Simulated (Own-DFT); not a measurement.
Simulation results for GaAs (zincblende with one plane slipped along a stacking-fault path, atoms displaced), SiC (twinned 3C silicon carbide, strained, atoms displaced)

A calculation, not a measurement: plane-wave PBE density functional theory by an unreviewed code, no spin, of a simulated periodic cell, stress positive in tension, free energy of the whole cell less one offset for each atom, forces on such cells passed a denser k mesh, this cell's mesh not checked; offsets are fitted by least squares, one for each functional and potential file, so energies compare only between cells with the same atoms and settings and are not formation energies; the far tail of each file's local potential was reset to the Coulomb form; each entry is a single point on an unrelaxed cell, so the pressure reflects the starting lattice, mostly measured values (interpolated for alloys), from which strain is counted, and rises with the displacements; printed positions are rounded, which can move forces by about a meV/angstrom; the program, named Own-DFT, is a retired in-house code; no spin-orbit coupling. Program: Own-DFT development build.

Settings shared by all entries: functional PBE; potential files PseudoDojo norm-conserving, scalar-relativistic, standard set; wave cutoff 42 hartree; occupations Fermi-Dirac; smearing width 0.1 eV.

(1) 
```xyz
48
Lattice="5.6533 -5.6533 0.0000 0.0000 5.6533 -5.6533 12.0604 12.0604 9.7991" Properties=species:S:1:pos:R:3:force_x:R:1:force_y:R:1:force_z:R:1 formula=GaAs k_mesh=4_x_4_x_2_centred_on_Gamma free_energy_of_cell_above_offsets=-13.534 pressure=5.27 stress_xx=-7.23 stress_yy=-5.84 stress_zz=-2.75 stress_yz=0.11 stress_xz=0.47 stress_xy=1.11
Ga    17.6665    11.9928     4.1541      1.002      0.684     -0.336
As     7.0017     1.5416    -4.2663      0.694     -1.483      0.089
Ga     2.8569     2.8640    -0.0149     -0.683     -0.195      0.296
As     4.0741     4.2391     1.4921      2.019      0.228     -0.649
Ga     5.6586     2.8901     2.8867     -0.046     -0.307     -0.818
As     7.1467     4.2255     4.2660     -2.675     -0.732      1.123
Ga     6.3482     6.3678     4.0610      3.202      1.112     -0.706
As     7.7538     7.7835     5.6149      0.513     -0.128     -0.272
Ga     9.2356     9.2159     4.1568      0.172     -0.244      0.729
As    10.6810    10.6681     5.5761     -0.237     -0.369      0.094
Ga    12.0648     9.1565     7.0085      -0.38      0.357     -0.228
As    13.5030    10.6074     8.3162     -0.764     -0.512      1.469
Ga    12.0943    14.8895     6.9187      0.187     -0.284       0.85
As     7.0381    -1.4376    -1.3547      0.413      0.569     -0.902
Ga     2.9030     5.7119    -2.7835     -1.331     -1.016     -1.196
As     4.1445     7.1324    -1.4231      1.861     -0.383     -0.565
Ga     5.6436     5.7774    -0.0658     -0.228     -0.468      1.107
As     7.1122     7.2004     1.5032     -1.891     -2.462      0.813
Ga     6.3750     9.2922     1.2740      4.449      1.425      -1.07
As     7.8697    10.6301     2.7806     -0.701      -0.12     -0.165
Ga     9.2368    12.0177     1.4245     -0.255     -0.014     -1.308
As    10.6199    13.3917     2.7537     -0.061      1.152     -0.181
Ga    12.0201    12.0427     4.0457      0.673     -0.063      1.227
As    13.4465    13.5465     5.4983      0.421     -1.422      0.378
Ga     2.8548     2.8517    -5.5913     -0.636     -0.907     -1.492
As     4.2680     4.0899    -4.3068     -0.223      2.223      1.143
Ga     5.5950    -0.0272     0.0093      0.875     -0.325      0.646
As     7.0852     1.3612     1.4360     -0.315      0.195      0.401
Ga     8.5980     0.0366     2.9216     -1.439      0.099     -0.157
As     9.9599     1.4561     4.2213     -2.494     -0.993      1.584
Ga     9.2453     3.5990     4.1127      2.564      1.307     -0.988
As    10.6683     4.9442     5.5948      0.167      0.596     -0.012
Ga    12.1273     6.4312     4.1601     -0.155      0.071      0.331
As    13.5552     7.8791     5.6117     -0.728      -0.81     -0.119
Ga    14.8441     6.3840     6.9852      0.661     -0.009      0.399
As    16.3579     7.8009     8.3910     -0.614      0.169     -0.186
Ga     2.8441    -0.1017    -2.6992      0.475      1.487     -1.354
As     4.2573     1.3999    -1.2695     -0.197      0.381     -1.461
Ga     5.6307     2.8784    -2.8516      0.218     -0.573      1.077
As     7.0291     4.3010    -1.4083      0.472     -0.332      0.303
Ga     8.5274     2.7081    -0.0161     -1.502      1.518      1.024
As    10.0054     4.1822     1.4146     -4.846     -0.367      1.088
Ga     9.1589     6.3186     1.2252       2.51       1.57     -0.697
As    10.7755     7.9408     2.7370     -2.618     -2.882       1.56
Ga    12.0119     9.1634     1.4503      2.117      2.012     -2.018
As    13.5207    10.6187     2.8372     -0.159     -0.139     -0.861
Ga    14.9259     9.2192     4.2226      0.481      0.185     -0.255
As    16.3819    10.6277     5.5828     -0.963      0.197      0.265
```

Units: free_energy_of_cell_above_offsets in eV; pressure, stress_xx, stress_yy, stress_zz, stress_yz, stress_xz, stress_xy in GPa; force_x, force_y, force_z in eV/Å.

(2) 
```xyz
48
Lattice="4.3647 -4.2459 0.0718 -0.0483 4.2693 -4.3695 9.0314 8.6500 8.9470" Properties=species:S:1:pos:R:3:force_x:R:1:force_y:R:1:force_z:R:1 formula=SiC hardware=one_NVIDIA_H100 k_mesh=5_x_5_x_2_centred_on_Gamma free_energy_of_cell_above_offsets=-3.184 pressure=6.77 stress_xx=-2.89 stress_yy=-11.82 stress_zz=-5.61 stress_yz=1.42 stress_xz=7.64 stress_xy=3.35 wall_time=184.5
Si     8.2737    -0.4497     3.9305     -0.077      0.506      1.186
C      4.8277    -3.7066     0.5467      3.236      1.915      2.491
Si     1.6946     1.7387    -0.5069     -3.116     -3.612     -1.974
C      2.7011     2.6399     0.5703      2.441      2.453      1.778
Si     3.8721     1.6242     1.7119      0.777       2.37      -0.05
C      4.9983     2.7664     2.8524      0.327     -0.995     -0.908
Si     8.2669     1.7531     1.8761      0.936     -0.895     -2.753
C      4.8462    -1.5656    -1.5907      1.186      0.532      0.692
Si     1.6865     3.6717    -2.7354     -4.141      4.381      2.599
C      2.9327     4.8865    -1.5140     -4.883      -0.48     -1.402
Si     3.8443     3.8335    -0.4918       2.02     -2.144      2.276
C      5.0026     4.8101     0.6180     -0.413      1.286      1.046
Si     6.1573     1.6888     3.9319     -1.692     -0.296      1.031
C      2.6945     2.7795    -3.7296      1.483     -3.566     -2.375
Si     3.7641    -0.5073    -0.4695      1.799      1.805     -1.084
C      4.8955     0.6596     0.6402      1.268     -2.977     -0.685
Si     6.0958    -0.5293     1.8231     -0.609      1.905      -2.38
C      7.1462     0.6448     2.8097      1.038     -0.994      0.841
Si     6.1065     3.8196     1.7910     -0.352      0.486     -0.668
C      2.7406     0.5626    -1.6430     -0.979       0.45      1.121
Si     3.7805     1.7059    -2.6227      1.295     -1.641     -1.248
C      4.9595     2.7085    -1.5789     -0.965     -0.514      1.239
Si     6.0114     1.6250    -0.4371       0.84      0.621      0.194
C      7.1183     2.7298     0.6595      0.926      0.413      0.571
Si     8.5102     8.1663     8.4006     -1.937     -2.413     -1.203
C      5.1362     4.8591     4.9485     -0.574     -1.825      1.561
Si     9.0807     4.4882     2.5677     -0.689      2.627     -1.326
C     10.1347     5.5905     3.6726      1.442      0.908     -1.673
Si     9.8197     7.4175     3.2685      0.743     -0.218      0.092
C     10.9601     8.4828     4.3767      0.159     -0.348      0.515
Si    12.7489     6.0221     6.2725      0.987      0.195     -0.342
C      5.0983     7.0548     2.8522     -0.132      -2.14      0.478
Si     9.1715     2.3244     4.7196     -1.334      2.502      0.764
C     10.2761     3.5134     5.8601     -1.641     -0.214     -0.953
Si     9.8327     5.3193     5.3897     -0.192     -1.158      3.033
C     10.9852     6.3741     6.5567     -0.983      -0.06      0.763
Si    10.7182     5.9990     8.4282     -1.921      0.091     -0.588
C      7.2128     6.8902     0.7423      1.278      1.791     -0.838
Si     6.9397     6.6846     2.5782     -1.253     -0.557     -1.862
C      8.0049     7.6956     3.6013      0.746      1.381      0.925
Si     7.6866     9.5287     3.3394     -1.604     -0.738     -1.881
C      8.7298    10.4997     4.3905      2.233       2.76      0.552
Si    10.6248     8.1400     6.1971     -0.879      1.085      0.348
C      7.2431     4.9285     2.8976      0.715     -1.814     -0.028
Si     6.9450     4.5077     4.6934      0.281     -0.779      0.711
C      8.0385     5.5670     5.8840     -0.258      0.987     -1.131
Si     7.6570     7.4348     5.4040      1.096     -1.129      1.756
C      8.7336     8.5435     6.6062      1.369     -1.942      -1.21
```

Units: free_energy_of_cell_above_offsets in eV; pressure, stress_xx, stress_yy, stress_zz, stress_yz, stress_xz, stress_xy in GPa; wall_time in s; force_x, force_y, force_z in eV/Å.
